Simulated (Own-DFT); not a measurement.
# Energy and forces against displacement in zincblende GaP, 96 atoms (Ga48P48)

These are calculations, not measurements. The program, named Own-DFT, is a retired in-house plane-wave density functional code that no person has reviewed. Each row is one single-point run on a periodic cell that was not relaxed, without spin or spin-orbit coupling.

Settings of every run: PBE; PseudoDojo norm-conserving scalar-relativistic files; cutoff 42 hartree; 2 x 3 x 3 k mesh centred on Gamma; Fermi-Dirac smearing of 0.1 eV.

Known limits, some of them of some rows only: some atoms lie very close together; forces on such cells moved up to 12 meV/angstrom on a denser k mesh; forces on such cells passed a denser k mesh, each cell not checked; stress not checked against mesh or cutoff.

Cell vectors in Å: (16.352, 0.000, 0.000); (0.000, 10.901, 0.000); (0.000, 0.000, 10.901). In each run every atom was moved at random and independently from its ideal site; u is the rms move along one axis. E is the free energy for each atom above the fitted value at u = 0, and F the rms of the force components.

| run | u (Å) | E (meV/atom) | F (eV/Å) | largest force (eV/Å) | P (GPa) |
|---|---|---|---|---|---|
| 1 | 0.0195 | 6.4 | 0.251 | 1.01 | 2.70 |
| 2 | 0.0196 | 7.6 | 0.285 | 0.90 | 2.72 |
| 3 | 0.0214 | 7.6 | 0.279 | 1.07 | 2.72 |
| 4 | 0.0488 | 40.8 | 0.692 | 2.19 | 3.20 |
| 5 | 0.0496 | 38.3 | 0.637 | 2.29 | 3.15 |
| 6 | 0.1007 | ? | ? | ? | ? |
| 7 | 0.1062 | 211.3 | 1.726 | 8.27 | 5.76 |
| 8 | 0.1481 | 385.8 | 2.562 | 13.05 | 8.13 |
| 9 | 0.1944 | 617.1 | 3.519 | 16.40 | 11.22 |

## Worked fit

For small independent moves the energy grows as E = (3/2) K u², with K the mean stiffness felt by one atom. The runs with u up to 0.11 Å give K = 11.6 ± 0.6 eV/Å², with residuals divided by u² + 0.0006 Å², since the noise grows with the moves. The scatter is 3.4 meV/atom at u = 0.05 Å. The forces follow F = G u with G = 14.0 eV/Å²; no force at u = 0 is resolved. G exceeds K because the moves of its neighbours add to the force on an atom, and stiffness differs between atoms. At u = 0.194 Å the parabola gives 658 meV/atom and the run 617. The pressure follows P = 2.56 + 281 u² GPa: at fixed volume, shortened bonds push harder than stretched ones pull.

## Withheld run

Question: what energy and rms force should run 6 give?

The fit gives 177 ± 14 meV/atom and about 1.41 eV/Å. The calculation gave 188.4 meV/atom and 1.615 eV/Å.
